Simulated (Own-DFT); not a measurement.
# A layer strained by its substrate: wurtzite AlGaN with randomly placed atoms, 72 atoms (Al27Ga9N36)

Everything here is calculated. The program is Own-DFT (plane waves, in-house, since retired, never reviewed by a person); positions were held fixed, and spin and spin-orbit coupling were off.

Common settings: PBE; PseudoDojo norm-conserving scalar-relativistic files; cutoff 42 hartree; 4 x 4 x 3 k mesh centred on Gamma; Fermi-Dirac smearing of 0.1 eV.

Limits: forces on such cells passed a denser k mesh, each cell not checked; stress not checked against mesh or cutoff.

Unstrained cell vectors in Å: (9.394, 0.000, 0.000); (-4.697, 8.135, 0.000); (0.000, 0.000, 10.066). The unstrained cell has measured lattice constants (interpolated for alloys), not those of this functional. That, the random moves and any unrelaxed bonds set the pressure at no strain. Each run strains x and y alike by e, as a substrate would, and holds the height along z. Each coordinate of each atom was shifted by a normal deviate of width 0.05 Å. The random placing of the alloy's atoms differs from row to row. Stress is positive in tension.

| e (%) | u (Å) | (s_xx + s_yy)/2 (GPa) | s_zz (GPa) |
|---|---|---|---|
| -2.75 | 0.048 | -25.77 | -10.85 |
| -1.50 | 0.046 | -16.22 | -8.00 |
| -1.00 | 0.051 | -12.27 | -9.03 |
| -0.75 | 0.048 | -10.88 | -8.56 |
| -0.50 | 0.050 | -9.22 | -7.73 |
| 0.50 | 0.049 | ? | ? |
| 1.00 | 0.052 | -0.93 | -6.03 |
| 2.25 | 0.046 | 5.48 | -3.08 |
| 2.75 | 0.050 | 7.03 | -3.72 |
| 3.00 | 0.049 | 8.78 | -4.22 |

## What the rows give

With e as a fraction, the in-plane stress is -6.2 + 602 e - 3844 e² GPa (errors 6 and 357, scatter 0.32), and s_zz is -7.2 + 126 e GPa (slope ± 13, scatter 0.76). At e = 0 the first slope is C11 + C12 and the second 2 C13, both with the ions held to the strained lattice and at the cell's own pressure. The term in e² is negative: the layer stiffens under compression and softens under tension. A free layer would change its height as e changes, and the in-plane slope would drop by 2 C13²/C33 to the biaxial modulus. At fixed height, a misfit of 1 % moves the in-plane stress by about 6.0 GPa and s_zz by 1.3 GPa.

## The run left out

Asked: what are the two stresses at e = 0.50 %?

The fit gives -3.3 and -6.5 GPa. Computed: -4.05 and -4.54 GPa.
